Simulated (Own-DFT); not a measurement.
# Computed records: GaP (zincblende, strongly disordered by large displacements)

A calculation, not a measurement: plane-wave PBE density functional theory by an unreviewed code, no spin, of a simulated periodic cell, stress positive in tension, free energy of the whole cell less one offset for each atom, forces on such cells passed a denser k mesh, this cell's mesh not checked; broken bonds can close the gap or carry spin, so checks made on this kind of crystal may not hold here; offsets are fitted by least squares, one for each functional and potential file, so energies compare only between cells with the same atoms and settings and are not formation energies; the far tail of each file's local potential was reset to the Coulomb form; each entry is a single point on an unrelaxed cell, so the pressure reflects the starting lattice, mostly measured values (interpolated for alloys), from which strain is counted, and rises with the displacements; printed positions are rounded, which can move forces by about a meV/angstrom; the program, named Own-DFT, is a retired in-house code; no spin-orbit coupling. Program: Own-DFT development build.

Entry: GaP (zincblende, strongly disordered by large displacements)

```cif
# cell vector a (Å): 10.9010 0.0000 0.0000
# cell vector b (Å): 0.0000 10.9010 0.0000
# cell vector c (Å): 0.0000 0.0000 10.9010
data_GaP
_symmetry_space_group_name_H-M 'P 1'
_symmetry_Int_Tables_number 1
_cell_length_a 10.9010
_cell_length_b 10.9010
_cell_length_c 10.9010
_cell_angle_alpha 90.000
_cell_angle_beta 90.000
_cell_angle_gamma 90.000
_cell_volume 1295.39
loop_
_atom_site_label
_atom_site_type_symbol
_atom_site_fract_x
_atom_site_fract_y
_atom_site_fract_z
_atom_site_occupancy
Ga1 Ga 0.00626 0.99474 0.98929 1
Ga2 Ga 0.99069 0.26356 0.24384 1
Ga3 Ga 0.27266 0.00507 0.26287 1
Ga4 Ga 0.26815 0.24676 0.01622 1
P1 P 0.12358 0.12874 0.13581 1
P2 P 0.13237 0.36941 0.37040 1
P3 P 0.37333 0.14043 0.33608 1
P4 P 0.39091 0.37120 0.12853 1
Ga5 Ga 0.98269 0.99447 0.48685 1
Ga6 Ga 0.00187 0.27368 0.75133 1
Ga7 Ga 0.23765 0.02423 0.73861 1
Ga8 Ga 0.22986 0.26762 0.51573 1
P5 P 0.11055 0.10973 0.61540 1
P6 P 0.12114 0.37142 0.89212 1
P7 P 0.37441 0.13175 0.87270 1
P8 P 0.39393 0.38043 0.62836 1
Ga9 Ga 0.99224 0.46598 0.00334 1
Ga10 Ga 0.99750 0.75032 0.25608 1
Ga11 Ga 0.25268 0.51706 0.23440 1
Ga12 Ga 0.27657 0.72796 0.99167 1
P9 P 0.09179 0.65154 0.11737 1
P10 P 0.10749 0.87158 0.35307 1
P11 P 0.36419 0.62150 0.36830 1
P12 P 0.37588 0.90957 0.11448 1
Ga13 Ga 0.99541 0.49878 0.50486 1
Ga14 Ga 0.02168 0.75153 0.75431 1
Ga15 Ga 0.23535 0.50277 0.77021 1
Ga16 Ga 0.24027 0.73129 0.51424 1
P13 P 0.14340 0.62703 0.61511 1
P14 P 0.12421 0.88627 0.84378 1
P15 P 0.40760 0.63403 0.88673 1
P16 P 0.38538 0.87863 0.60601 1
Ga17 Ga 0.50102 0.02518 0.01105 1
Ga18 Ga 0.51134 0.25293 0.25208 1
Ga19 Ga 0.72930 0.98109 0.26896 1
Ga20 Ga 0.74815 0.23764 0.01881 1
P17 P 0.57818 0.12584 0.13283 1
P18 P 0.62637 0.37255 0.38658 1
P19 P 0.89343 0.13790 0.39007 1
P20 P 0.87785 0.36482 0.11665 1
Ga21 Ga 0.49049 0.97164 0.49400 1
Ga22 Ga 0.51077 0.22938 0.74792 1
Ga23 Ga 0.74493 0.98850 0.74708 1
Ga24 Ga 0.75333 0.22635 0.48958 1
P21 P 0.60857 0.12321 0.59383 1
P22 P 0.63243 0.36720 0.88396 1
P23 P 0.89311 0.10671 0.90158 1
P24 P 0.89362 0.38761 0.60602 1
Ga25 Ga 0.50554 0.52079 0.98316 1
Ga26 Ga 0.49202 0.77516 0.25785 1
Ga27 Ga 0.73646 0.52893 0.24770 1
Ga28 Ga 0.76000 0.72837 0.01765 1
P25 P 0.62176 0.62476 0.14545 1
P26 P 0.61547 0.89742 0.38046 1
P27 P 0.88750 0.60951 0.39717 1
P28 P 0.86581 0.88452 0.10645 1
Ga29 Ga 0.50326 0.52035 0.48574 1
Ga30 Ga 0.45424 0.75390 0.75820 1
Ga31 Ga 0.73901 0.47701 0.75828 1
Ga32 Ga 0.73935 0.74655 0.52015 1
P29 P 0.64939 0.58618 0.60491 1
P30 P 0.62222 0.87853 0.89405 1
P31 P 0.88665 0.59813 0.87814 1
P32 P 0.85887 0.88554 0.59947 1
```

| Property | Result |
| --- | --- |
| functional | PBE |
| potential files | PseudoDojo norm-conserving, scalar-relativistic, standard set |
| wave cutoff | 42 hartree |
| occupations | Fermi-Dirac |
| smearing width | 0.1 eV |
| hardware | one NVIDIA H100 |
| k mesh | 3 x 3 x 3 centred on Gamma |
| free energy of cell above offsets | -3.869 eV |
| pressure | 9.67 GPa |
| stress xx | -9.24 GPa |
| stress yy | -9.73 GPa |
| stress zz | -10.04 GPa |
| stress yz | 2.25 GPa |
| stress xz | 1.03 GPa |
| stress xy | -1.53 GPa |
| wall time | 548.7 s |

Force:
| element | x (eV/Å) | y (eV/Å) | z (eV/Å) |
| --- | --- | --- | --- |
| Ga | 4.061 | -2.527 | 3.298 |
| Ga | 1.702 | -1.304 | 1.341 |
| Ga | -4.532 | -2.685 | -1.876 |
| Ga | -1.492 | -0.105 | -0.256 |
| P | 0.357 | -0.881 | -0.693 |
| P | -0.926 | 2.126 | -0.932 |
| P | 0.427 | 1.681 | 5.926 |
| P | -0.535 | 2.723 | -0.91 |
| Ga | 2.432 | -1.304 | -0.115 |
| Ga | -0.522 | -2.062 | -0.344 |
| Ga | 2.225 | -0.888 | 0.558 |
| Ga | 1.801 | -1.224 | 0.28 |
| P | -0.535 | 2.569 | -0.56 |
| P | 2.93 | -1.059 | -0.907 |
| P | -0.428 | -0.674 | -0.441 |
| P | -1.669 | 0.175 | 0.408 |
| Ga | 0.834 | 3.825 | -0.102 |
| Ga | -3.635 | -0.579 | -0.071 |
| Ga | -1.5 | -1.395 | -0.855 |
| Ga | -3.545 | 3.407 | 2.685 |
| P | 3.315 | -3.322 | -2.53 |
| P | 3.422 | 2.318 | 3.297 |
| P | 0.973 | 2.179 | 0.447 |
| P | -1.147 | -4.191 | 0.248 |
| Ga | 5.998 | 0.749 | -1.644 |
| Ga | -2.746 | -2.374 | -1.98 |
| Ga | 1.678 | -0.461 | -0.962 |
| Ga | 4.656 | 6.025 | -6.037 |
| P | -5.495 | -4.959 | 5.823 |
| P | 2.185 | 0.376 | 3.13 |
| P | -4.857 | -1.364 | -2.181 |
| P | -5.558 | -3.242 | 4.33 |
| Ga | -2.063 | -4.265 | -6.628 |
| Ga | 0.125 | 3.726 | 2.245 |
| Ga | 4.888 | 4.174 | -5.044 |
| Ga | -0.575 | -1.389 | -0.512 |
| P | 8.187 | 1.861 | 2.529 |
| P | 0.622 | 0.279 | -1.356 |
| P | -0.863 | -0.241 | -3.883 |
| P | -3.546 | 0.739 | 2.494 |
| Ga | 0.369 | 6.557 | -1.518 |
| Ga | -0.122 | 1.641 | -0.345 |
| Ga | -0.176 | 0.886 | 0.6 |
| Ga | -1.114 | 2.697 | 1.164 |
| P | 0.531 | -1.053 | 2.109 |
| P | -1.327 | -1.302 | 0.553 |
| P | -5.047 | 4.978 | -4.876 |
| P | -4.456 | -4.54 | 4.547 |
| Ga | 4.088 | -5.948 | 4.935 |
| Ga | -0.683 | -0.594 | -0.903 |
| Ga | 4.477 | -4.979 | 4.271 |
| Ga | -0.242 | 0.289 | -1.461 |
| P | -3.87 | 3.563 | -3.705 |
| P | 0.023 | -6.47 | 1.247 |
| P | -3.204 | 3.953 | -3.838 |
| P | -0.04 | -0.563 | 2.499 |
| Ga | -1.097 | -1.959 | 0.089 |
| Ga | 4.1 | 4.162 | -3.554 |
| Ga | 2.62 | 1.076 | -1.145 |
| Ga | 0.249 | -0.373 | -1.758 |
| P | -1 | 1.693 | 1.735 |
| P | -0.395 | -0.738 | -0.991 |
| P | -1.067 | 1.63 | -0.806 |
| P | 0.739 | -1.046 | 2.934 |
